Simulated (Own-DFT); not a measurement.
Ti₁₂O₂₃ (rutile with two vacancies, strained, atoms displaced) (calculated)

All values are calculated (Own-DFT development build). A calculation, not a measurement: plane-wave PBE density functional theory by an unreviewed code, no spin, of a simulated periodic cell, stress positive in tension, free energy of the whole cell less one offset for each atom, defect cell not probed for a lower state with spin; oxygen file: force components 24 meV/angstrom off all-electron in one glass; forces on such cells passed a denser k mesh, this cell's mesh not checked; offsets are fitted by least squares, one for each functional and potential file, so energies compare only between cells with the same atoms and settings and are not formation energies; the far tail of each file's local potential was reset to the Coulomb form; each entry is a single point on an unrelaxed cell, so the pressure reflects the starting lattice, mostly measured values (interpolated for alloys), from which strain is counted, and rises with the displacements; printed positions are rounded, which can move forces by about a meV/angstrom; the program, named Own-DFT, is a retired in-house code; no spin-orbit coupling; before rounding, a Quantum ESPRESSO 7.3.1 run of the same cell and cutoff gave forces within 1 meV/angstrom rms on each cell, which checks the program and not the settings.

Settings shared by all entries: functional PBE; potential files PseudoDojo norm-conserving, scalar-relativistic, standard set; wave cutoff 72 hartree; occupations Fermi-Dirac; smearing width 0.1 eV; k mesh 3 x 3 x 3 centred on Gamma.

(1) Ti₁₂O₂₃ (rutile with two vacancies, strained, atoms displaced)

```xyz
70
Lattice="9.0152 -0.0318 -0.0581 -0.0318 9.0874 -0.0607 -0.0561 -0.0586 8.7032" Properties=species:S:1:pos:R:3 Ti12O23
Ti     8.9294     9.0344    -0.0596
Ti     2.1702     2.2627     1.4199
O      1.2995     1.3772     8.6319
O      3.1458     3.0344     8.5420
O      3.5428     0.9189     1.3655
O      0.9108     3.6083     1.4118
Ti    -0.0054     0.0802     2.8837
Ti     2.2353     2.2585     4.3104
O      1.3886     1.2973     2.8590
O      3.0692     3.2573     2.8004
O      3.5807     0.8916     4.2981
O      0.8087     3.6142     4.2879
Ti     8.9029     9.0012     5.7755
Ti     2.2093     2.1857     7.2986
O      1.4007     1.3480     5.8402
O      3.0641     3.1195     5.7054
O      3.6160     0.7617     7.2119
O      0.8976     3.6239     7.2151
Ti     8.9232     4.4285     8.5602
Ti     2.1880     6.8033     1.3744
O      1.2310     5.8262     8.6040
O      3.1401     7.6226    -0.0537
O      3.5204     5.3424     1.3895
O      0.8318     8.1736     1.4057
Ti    -0.0046     4.3868     2.8817
Ti     2.2553     6.8720     4.3059
O      1.3871     5.8548     2.8471
O      3.1487     7.7062     2.7961
O      3.6469     5.3044     4.3042
O      0.8909     8.2325     4.3664
Ti     8.9457     4.4653     5.7530
Ti     2.1756     6.6914     7.2479
O      1.3183     5.8522     5.8180
O      3.1005     7.6917     5.7071
O      3.5513     5.3693     7.2037
O      0.8288     8.1682     7.2705
Ti     4.4107     9.0335    -0.0470
Ti     6.7160     2.3298     1.4405
O      5.7905     1.2211     8.5956
O      7.5190     3.0806     8.6312
O      8.1728     0.8183     1.3990
O      5.4620     3.5615     1.3748
Ti     4.4413     9.0453     2.8433
Ti     6.6586     2.2190     4.3611
O      5.8109     1.3451     2.8394
O      7.5963     3.1257     2.8941
O      8.0879     0.8333     4.3726
O      5.3729     3.5910     4.3084
Ti     4.5049    -0.0277     5.7737
Ti     6.7208     2.2028     7.2442
O      5.8194     1.2691     5.7412
O      7.5762     3.0742     5.6906
O      8.0957     0.8233     7.2488
O      5.3632     3.5426     7.1586
Ti     4.4382     4.4857     8.5537
Ti     6.7429     6.7680     1.3854
O      8.1067     5.3066     1.3633
O      5.4392     8.0360     1.3160
Ti     4.4307     4.5110     2.8752
Ti     6.7293     6.7928     4.2263
O      5.7785     5.8224     2.8655
O      7.5868     7.6122     2.7382
O      8.0495     5.4461     4.1784
O      5.2893     8.2439     4.2206
Ti     4.5257     4.3627     5.7815
Ti     6.6367     6.7374     7.2834
O      5.6759     5.7951     5.7424
O      7.6237     7.7445     5.6906
O      8.0376     5.3459     7.1530
O      5.3234     8.1451     7.0743
```

The calculation gives: free energy of cell above offsets -9.973 eV; pressure 18.75 GPa; stress xx -17.9 GPa; stress yy -16.88 GPa; stress zz -21.47 GPa; stress yz -1.91 GPa; stress xz -3 GPa; stress xy -1.47 GPa.

Force:
```
element  x (eV/Å)  y (eV/Å)  z (eV/Å)
     Ti     1.074    -0.109     -1.38
     Ti     1.445     -0.02    -0.078
      O    -1.251     -1.18      0.98
      O     1.388     1.487     2.212
      O     1.036    -1.133     0.036
      O    -0.831     0.349    -0.679
     Ti     -0.23    -0.984      2.77
     Ti     0.222     -0.26     1.668
      O    -0.176     0.418    -0.284
      O    -0.811    -1.891      0.33
      O    -0.068     0.057    -0.479
      O      0.47    -0.613     1.252
     Ti     1.517     0.577    -1.319
     Ti    -0.062    -0.782    -2.884
      O    -0.834    -0.339    -1.379
      O     0.399     0.259     0.447
      O     -0.96     0.716     0.624
      O    -0.997     0.232      -0.2
     Ti    -0.348     0.405     1.455
     Ti    -0.163    -1.285     1.634
      O     0.355     0.484     0.599
      O     0.165     0.248     0.225
      O      1.09     0.268    -1.444
      O    -0.051    -0.411    -0.348
     Ti    -0.242     2.282    -0.524
     Ti    -0.873    -0.682    -0.108
      O     -0.13       0.5    -0.118
      O     -0.89     -0.85    -0.104
      O    -1.416     1.378     0.143
      O      0.17    -0.772     -0.95
     Ti     0.387     0.412    -1.366
     Ti     -0.47     0.876    -1.773
      O    -0.134     0.095    -0.974
      O    -0.293    -0.809     0.665
      O     0.723    -0.234     0.577
      O     0.042    -0.676      0.46
     Ti     0.796     0.855    -0.714
     Ti    -0.554    -1.394     0.124
      O     0.722     0.592     0.434
      O     1.067     0.297     0.103
      O    -1.433      1.07    -0.108
      O    -1.367     1.695    -0.657
     Ti     0.122     1.223    -0.433
     Ti     0.224    -1.027    -1.047
      O     0.435     -0.06    -0.572
      O     0.168     -0.53    -0.343
      O      0.16     0.099    -1.275
      O     0.186    -0.719    -0.359
     Ti    -1.066    -0.113     0.194
     Ti    -0.237    -1.609    -0.115
      O      0.67     0.974     0.415
      O     0.801     0.725     1.183
      O    -0.608     0.268     0.596
      O     0.405    -0.007     1.696
     Ti    -1.224    -0.493     2.219
     Ti    -0.069    -1.654     0.908
      O    -0.571     0.713    -0.526
      O     -1.14     1.173     -0.29
     Ti    -0.082     0.566    -0.062
     Ti    -0.072    -0.913     1.133
      O     1.047     1.162     -0.78
      O     0.837     0.977     0.612
      O     0.526    -0.556     1.024
      O     1.568    -1.702    -0.046
     Ti    -1.114     1.196    -2.355
     Ti    -0.439     0.464    -3.071
      O     2.199     1.913     0.397
      O    -1.727    -2.106     0.447
      O    -0.897     0.652     0.005
      O     1.412    -1.744     1.576
```

(2) Ti₁₂O₂₃ (rutile with two vacancies, strained, atoms displaced)

```xyz
70
Lattice="9.1847 0.1457 0.0368 0.1457 9.1144 0.0580 0.0355 0.0560 8.9138" Properties=species:S:1:pos:R:3 Ti12O23
Ti     0.0514     0.0666     8.8900
Ti     2.2819     2.3936     1.5025
O      1.4678     1.4808     8.8977
O      3.2193     3.1859     0.0433
O      3.7445     1.0105     1.4669
O      0.9681     3.6818     1.5239
Ti     9.1836     0.1679     3.0079
Ti     2.3460     2.3326     4.5113
O      1.4807     1.4472     2.9849
O      3.2147     3.2046     3.0245
O      0.9927     3.6637     4.4329
Ti     0.0659     0.0520     5.9353
Ti     2.3868     2.3244     7.4701
O      3.2529     3.2088     5.9716
O      3.7180     1.0022     7.3995
O      0.9861     3.7143     7.4492
Ti     9.2288     4.6996     0.0768
Ti     2.4643     6.8908     1.4790
O      1.5185     5.9934     0.0889
O      3.3493     7.7943     8.9002
O      3.7950     5.4876     1.5778
O      1.0141     8.2500     1.6130
Ti     9.2116     4.7348     3.0190
Ti     2.4407     6.8994     4.5000
O      1.5282     5.9737     3.0495
O      3.3344     7.7810     2.9920
O      3.7688     5.4770     4.5699
O      1.0281     8.2954     4.5177
Ti     9.2668     4.7715     5.9757
Ti     2.4528     6.9330     7.5043
O      1.5508     5.9768     5.9913
O      3.3595     7.8045     6.0141
O      3.7583     5.6149     7.5077
O      1.0388     8.2662     7.4418
Ti     4.7812     9.2368     8.9656
Ti     6.9617     2.4282     1.4995
O      6.0519     1.5319     8.9270
O      7.8236     3.3654     8.9241
O      8.3072     1.0178     1.4950
O      5.5460     3.7801     1.5790
Ti     4.7311     9.1898     3.0025
Ti     6.9504     2.4801     4.4878
O      6.0608     1.4770     2.9944
O      7.8306     3.3804     2.9865
O      8.3175     1.0798     4.5173
O      5.5439     3.8040     4.4712
Ti     4.6441     0.1218     5.9428
Ti     6.9573     2.4314     7.4577
O      6.0144     1.5031     5.9824
O      7.9212     3.3251     5.9548
O      8.2718     1.0670     7.4716
O      5.5323     3.8235     7.4701
Ti     4.7310     4.7144     8.9368
Ti     6.9676     6.9425     1.5539
O      6.0908     6.0515     0.0763
O      7.8936     7.8423     0.1245
O      8.3647     5.6052     1.5723
O      5.5828     8.3355     1.6171
Ti     4.7699     4.7194     2.9664
Ti     7.0365     7.0096     4.5253
O      6.1339     6.0388     3.0161
O      7.9193     7.8577     3.0639
O      8.3694     5.6240     4.5940
O      5.6474     8.4175     4.5670
Ti     4.7344     4.6430     5.9857
Ti     7.0718     6.9508     7.4670
O      6.1151     6.0666     5.9896
O      7.9235     7.8903     6.0252
O      8.3822     5.6401     7.4868
O      5.6570     8.3195     7.5075
```

The calculation gives: free energy of cell above offsets -14.375 eV; pressure 5.76 GPa; stress xx -5.97 GPa; stress yy -6.86 GPa; stress zz -4.46 GPa; stress yz 1.41 GPa; stress xz 1 GPa; stress xy 6.98 GPa.

Force:
```
element  x (eV/Å)  y (eV/Å)  z (eV/Å)
     Ti    -0.202    -0.379     0.649
     Ti     1.339    -0.759     0.568
      O    -0.771    -0.889     0.149
      O      0.62     0.755     -0.56
      O     0.036    -0.617     0.339
      O    -1.067     0.813    -0.188
     Ti     0.016     0.112    -0.257
     Ti    -0.172     2.342    -2.401
      O    -0.475    -1.133     0.714
      O     0.702    -0.387     0.734
      O    -0.314    -0.294     0.748
     Ti    -1.142    -0.778    -0.377
     Ti      0.28     1.043     1.093
      O    -0.122     -0.58     -0.49
      O     0.095    -0.287     0.599
      O    -0.253    -0.025     0.278
     Ti     0.678     0.012    -0.834
     Ti    -1.034    -0.267     0.962
      O    -0.799     -0.55    -0.004
      O     0.636     1.107     1.081
      O    -0.354     0.507    -0.677
      O     0.415    -0.072     -0.79
     Ti     1.033      0.57     0.634
     Ti     0.025    -0.906     0.207
      O    -0.316    -0.015    -0.186
      O     0.491     0.752      0.53
      O      0.11     0.578    -0.514
      O     0.413     0.054     0.361
     Ti     1.407    -0.457     0.564
     Ti    -0.399     -0.55    -1.447
      O    -0.589     0.012     -0.21
      O     0.107     0.618    -0.445
      O      1.38     -1.52     0.007
      O    -0.205     0.798     0.186
     Ti     0.245     0.491    -0.186
     Ti    -0.568    -0.882     0.365
      O    -0.103     0.067     0.092
      O     0.496       0.5      0.17
      O    -0.074     0.564     0.036
      O     0.315    -0.468    -0.792
     Ti      0.12     0.515    -1.216
     Ti    -0.157     -0.82    -0.125
      O    -0.357      0.25      0.25
      O    -0.074    -0.388     0.161
      O     0.327     0.266     0.159
      O     0.558      -0.6     0.542
     Ti     0.093    -0.701     1.393
     Ti    -0.254    -0.333    -0.183
      O    -0.055     0.622    -0.295
      O    -0.735    -0.138     0.211
      O     0.932    -0.162    -0.221
      O     0.513    -0.473     0.435
     Ti    -0.629     0.087    -0.056
     Ti     0.709     0.658    -0.696
      O    -0.506    -0.551     0.151
      O     0.316     0.268    -0.334
      O     0.211    -0.249    -0.434
      O     0.308    -0.511    -0.414
     Ti    -1.081    -0.197     1.185
     Ti      0.03     0.344     0.426
      O    -0.373     0.081     0.625
      O    -0.001     0.269    -0.044
      O     0.082    -0.023    -0.973
      O    -0.608     0.056    -0.752
     Ti    -0.795     0.941    -0.782
     Ti    -0.617     0.996     0.143
      O    -0.252    -0.193     0.166
      O     0.174     0.199    -0.242
      O     0.689    -0.613     0.255
      O    -0.448      0.52    -0.044
```

(3) Ti₁₂O₂₃ (rutile with two vacancies, strained, atoms displaced)

```xyz
70
Lattice="9.0939 0.0569 0.1496 0.0569 9.1186 0.0669 0.1445 0.0646 8.7148" Properties=species:S:1:pos:R:3 Ti12O23
Ti     9.2724     9.2343     8.9077
Ti     2.2933     2.2638     1.5238
O      1.5712     1.4930     8.7394
O      3.6526     0.9131     1.5670
Ti     9.1228     9.1707     3.1329
Ti     2.3128     2.2940     4.4963
O      1.4429     1.4379     2.9248
O      3.2413     3.1714     2.9527
O      3.7855     0.9530     4.3484
O      1.0218     3.6928     4.4189
Ti     0.1147     0.0651     5.7777
Ti     2.4100     2.3432     7.2996
O      1.4899     1.4233     5.8547
O      3.2825     3.2413     5.8527
O      3.7597     0.9098     7.3185
O      1.0504     3.7295     7.3338
Ti     9.2654     4.6945     8.8893
Ti     2.3483     6.9271     1.5379
O      1.4566     5.9718     0.1091
O      3.2130     7.7899     0.1706
O      3.6751     5.4799     1.5784
O      0.9437     8.2307     1.5613
Ti     9.1661     4.6144     3.1082
Ti     2.3717     6.8736     4.4385
O      1.4818     6.0032     3.0016
O      3.2875     7.7581     3.0481
O      3.7433     5.4913     4.4273
O      0.9993     8.2827     4.4594
Ti     0.1460     4.6266     5.8143
Ti     2.4403     6.9005     7.4042
O      1.5049     5.9967     5.8754
O      3.2832     7.7930     5.9007
O      3.7650     5.4749     7.3308
O      1.0655     8.2821     7.3279
Ti     4.6523     0.1148     8.7680
Ti     6.8535     2.3101     1.5882
O      5.9569     1.4432     0.1221
O      7.8436     3.2914     8.8230
O      8.2828     0.9723     1.6054
O      5.4442     3.7326     1.6106
Ti     4.6053     9.1238     3.0523
Ti     6.8929     2.3355     4.4412
O      5.9688     1.4083     2.9839
O      7.8015     3.2260     3.0547
O      8.3191     0.9006     4.4942
O      5.5413     3.7895     4.5081
Ti     4.6299     0.0743     5.8942
Ti     6.9562     2.3445     7.3588
O      6.0422     1.4069     5.9195
O      7.8610     3.2850     5.9263
O      8.2886     1.0125     7.3573
O      5.5644     3.7595     7.3831
Ti     4.7446     4.6736     8.8185
Ti     6.8505     6.8763     1.6249
O      6.1532     6.0842     8.8137
O      7.7351     7.7746     0.2072
O      8.2439     5.5127     1.5971
O      5.5619     8.2730     1.6525
Ti     4.6778     4.6715     3.0557
Ti     6.9176     6.8679     4.4983
O      5.9883     5.9687     3.0482
O      7.7508     7.7655     3.0687
O      8.3395     5.4742     4.5352
O      5.5877     8.2327     4.5028
Ti     4.6737     4.6448     5.9175
Ti     6.9596     6.9387     7.4196
O      6.1275     6.0543     5.9447
O      7.8534     7.7409     5.9950
O      8.3999     5.5729     7.3897
O      5.6359     8.3670     7.3994
```

It finds free energy of cell above offsets -12.597 eV; pressure 15.4 GPa; stress xx -13.48 GPa; stress yy -13.4 GPa; stress zz -19.33 GPa; stress yz 1.56 GPa; stress xz 5.78 GPa; stress xy 2.47 GPa.

Force:
```
element  x (eV/Å)  y (eV/Å)  z (eV/Å)
     Ti    -0.268    -0.596     0.071
     Ti     1.065    -0.641     2.296
      O    -0.303    -0.054     0.453
      O    -0.215      0.61    -0.993
     Ti     0.538    -0.826    -0.809
     Ti     1.477     0.824    -2.678
      O    -0.924     0.028    -0.225
      O    -0.537     0.374    -0.611
      O    -0.875     0.591     1.524
      O      0.04    -0.164     -0.98
     Ti    -0.566     -1.44     0.837
     Ti     -0.52     0.825     0.055
      O    -0.296    -0.367     0.914
      O     0.178    -0.183     0.248
      O     -0.73     1.195     0.352
      O     0.741     -0.65    -0.201
     Ti    -0.551     0.035    -1.206
     Ti     -0.32    -0.893      1.23
      O     -0.67    -0.721     0.212
      O     0.504     0.174    -1.254
      O     0.237    -0.109    -0.723
      O     0.149     0.097    -0.651
     Ti     0.303     0.679     0.373
     Ti    -0.147    -0.062     0.616
      O    -0.884    -0.973    -0.194
      O    -0.119     0.137    -0.656
      O    -0.225     0.329     1.014
      O     0.646    -0.534    -0.737
     Ti    -0.068    -0.167     1.308
     Ti    -0.214     0.247    -1.436
      O     0.227     0.071      0.59
      O     0.499     0.251     0.262
      O    -0.232     0.389     1.084
      O     0.065     0.072     0.329
     Ti      1.15     0.079     0.884
     Ti     -0.21     0.246    -0.909
      O    -0.798    -0.542     0.323
      O     0.822      0.49     0.298
      O    -0.516     0.433    -0.147
      O     0.546    -0.762    -1.347
     Ti      0.88    -0.454      0.08
     Ti    -0.396    -0.055     0.955
      O     0.658     0.624     0.635
      O     0.614     0.295    -0.381
      O    -1.692     1.842     0.334
      O     0.917    -1.217    -0.303
     Ti     0.361    -0.847    -1.297
     Ti      0.27     0.599    -0.057
      O     0.111     0.699    -0.297
      O    -0.637    -0.712    -0.251
      O     0.633    -0.491     0.732
      O    -0.254    -0.336     0.113
     Ti     0.433     0.724     1.019
     Ti     0.255     0.759    -0.734
      O    -1.781    -1.646     1.132
      O       0.9     0.787    -0.405
      O     0.921    -0.999     0.752
      O     -0.45    -0.023    -1.077
     Ti    -1.543    -1.074    -0.872
     Ti     0.246     1.041     0.862
      O     0.471     0.191     0.234
      O     1.107     0.646    -0.233
      O    -0.589     0.657    -0.949
      O    -0.416     0.372     0.148
     Ti    -0.006     0.074    -0.181
     Ti     1.127     0.763    -0.709
      O    -1.747    -1.572     0.724
      O     0.996      1.22    -0.833
      O    -0.236     0.071     1.051
      O    -0.153    -0.428      0.29
```
